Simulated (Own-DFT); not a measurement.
# Strain and stress in 4H SiC, 72 atoms (C36Si36)

All numbers below are calculated, not measured. They come from Own-DFT, an in-house plane-wave density functional program, since retired, whose code no person has reviewed. Each row is one single-point run on a periodic cell that was not relaxed, without spin or spin-orbit coupling.

Settings of every run: PBE; PseudoDojo norm-conserving scalar-relativistic files; cutoff 42 hartree; 4 x 4 x 3 k mesh centred on Gamma; Fermi-Dirac smearing of 0.1 eV.

Known limits: forces on such cells passed a denser k mesh, each cell not checked; stress not checked against mesh or cutoff.

Unstrained cell vectors in Å: (9.248, 0.000, 0.000); (-4.624, 8.009, 0.000); (0.000, 0.000, 10.068). The unstrained cell has measured lattice constants (interpolated for alloys), not those of this functional. That, the random moves and any unrelaxed bonds set the pressure at no strain. Each run strains this cell uniformly, with the atoms carried along. Every atom was also moved at random, by a Gaussian of width 0.05 Å on each axis. Strain is the symmetric tensor, in per cent. Stress is positive in tension, and the pressure is minus a third of its trace.

| run | e_xx (%) | e_yy (%) | e_zz (%) | e_yz (%) | e_xz (%) | e_xy (%) | s_xx (GPa) | s_yy (GPa) | s_zz (GPa) | s_yz (GPa) | s_xz (GPa) | s_xy (GPa) | P (GPa) | E (meV/atom) |
|---|---|---|---|---|---|---|---|---|---|---|---|---|---|---|
| 1 | 0.43 | 0.70 | 0.15 | -0.06 | -1.90 | -0.92 | -2.86 | -0.24 | -4.05 | -0.58 | -6.17 | -5.07 | 2.38 | 26.5 |
| 2 | 2.00 | -1.71 | 1.05 | -1.80 | 1.06 | 1.40 | 6.56 | -15.91 | 0.63 | -6.19 | 3.13 | 4.77 | 2.91 | 37.3 |
| 3 | 0.40 | 0.70 | 1.09 | -0.02 | -0.74 | -1.53 | -0.35 | -0.95 | 1.16 | -0.92 | -3.13 | -7.22 | 0.05 | 0.0 |
| 4 | -0.01 | -1.82 | 1.10 | -1.15 | -1.24 | -1.88 | -7.43 | -14.02 | -0.35 | -4.37 | -3.36 | -9.36 | 7.27 | 43.1 |
| 5 | 1.17 | -1.48 | 1.24 | 1.00 | -1.06 | -1.08 | -0.13 | -12.98 | 2.20 | 3.98 | -3.55 | -5.32 | 3.64 | 23.9 |
| 6 | 1.04 | -1.65 | -1.13 | 0.70 | 1.39 | -1.71 | -1.60 | -15.26 | -12.53 | 1.53 | 5.20 | -6.93 | 9.80 | 50.1 |
| 7 | -0.87 | 1.14 | -1.05 | 0.67 | 0.33 | -1.32 | -10.97 | -0.99 | -10.74 | 2.32 | 1.20 | -6.78 | 7.57 | 39.0 |
| 8 | 0.88 | -0.22 | -0.19 | -1.98 | 1.73 | -0.47 | 0.11 | -5.85 | -6.95 | -5.79 | 5.47 | -3.06 | 4.23 | 28.5 |
| 9 | 0.65 | 1.33 | 1.04 | -1.14 | -1.59 | 0.33 | 0.90 | 3.53 | 0.31 | -2.83 | -5.40 | 1.34 | -1.58 | 13.0 |
| 10 | 0.85 | 0.76 | -0.55 | -0.88 | 1.25 | -0.19 | 0.09 | 0.30 | -8.23 | -2.79 | 4.76 | -0.89 | 2.61 | 9.6 |
| 11 | -1.32 | 0.51 | 0.27 | -0.59 | -0.49 | 0.30 | -12.89 | -4.84 | -2.87 | -2.41 | -1.37 | 1.07 | 6.87 | 33.2 |
| 12 | -1.85 | -0.44 | -0.79 | 0.12 | -1.33 | 0.73 | -17.44 | -8.92 | -14.44 | 0.97 | -4.87 | 7.59 | 13.60 | 68.1 |
| 13 | 0.62 | 1.51 | -1.58 | -0.03 | -0.42 | 1.91 | -1.04 | 2.23 | -13.32 | 0.24 | -2.10 | 7.57 | 4.05 | 21.9 |
| 14 | -0.48 | -0.13 | 1.62 | 1.50 | -0.68 | 1.63 | -8.65 | -5.28 | 3.11 | 5.23 | -0.96 | 7.36 | 3.61 | 38.5 |
| 15 | 1.09 | -1.87 | -1.81 | -0.36 | 0.44 | 1.34 | -4.38 | -15.11 | -15.07 | -0.43 | 1.89 | 6.88 | 11.52 | 49.1 |
| 16 | 1.87 | -1.51 | 1.23 | -0.32 | -0.37 | -1.08 | 5.13 | -9.87 | 0.27 | -0.67 | -0.47 | -4.61 | 1.49 | 20.3 |
| 17 | 1.50 | 0.49 | 0.60 | 0.65 | -1.27 | -1.92 | ? | ? | ? | ? | ? | ? | ? | ? |

E is the free energy for each atom above the lowest run shown.

## Worked fit

Each stress component was fitted by least squares to a constant and the strains of the runs shown, as fractions, with shears doubled. Shear strains stay in the fit of a normal stress only where such slopes are resolved. The slopes, in GPa:

| stress | at no strain | per e_xx | per e_yy | per e_zz | scatter |
|---|---|---|---|---|---|
| s_xx | -5.7 | 626 ± 24 | 133 ± 21 | 87 ± 21 | 0.91 |
| s_yy | -5.4 | 71 ± 35 | 559 ± 30 | 50 ± 31 | 1.33 |
| s_zz | -5.8 | 71 ± 32 | 57 ± 28 | 559 ± 28 | 1.23 |

Each shear stress against twice its own strain: yz 164 ± 9, xz 173 ± 9, xy 231 ± 13 GPa. These are stiffnesses along x, y and z of the frame in which the cell vectors are given, which need not be the crystal's axes. The atoms are held to the strained lattice; where symmetry lets them move under strain, relaxing them would lower some slopes. The table should be nearly symmetric about its diagonal, and what it lacks of that shows the noise. A ninth of its sum, 246 ± 5 GPa, estimates the bulk modulus near the mean pressure of these runs, 5.0 GPa, so it lies above the value at zero pressure.

## Withheld run

Question: what normal stresses and pressure should run 17 give?

The fit gives s_xx = 4.8, s_yy = -1.3, s_zz = -1.1 and P = -0.8 GPa. The calculation gave 4.23, -0.55, -3.01 and P = -0.23 GPa.
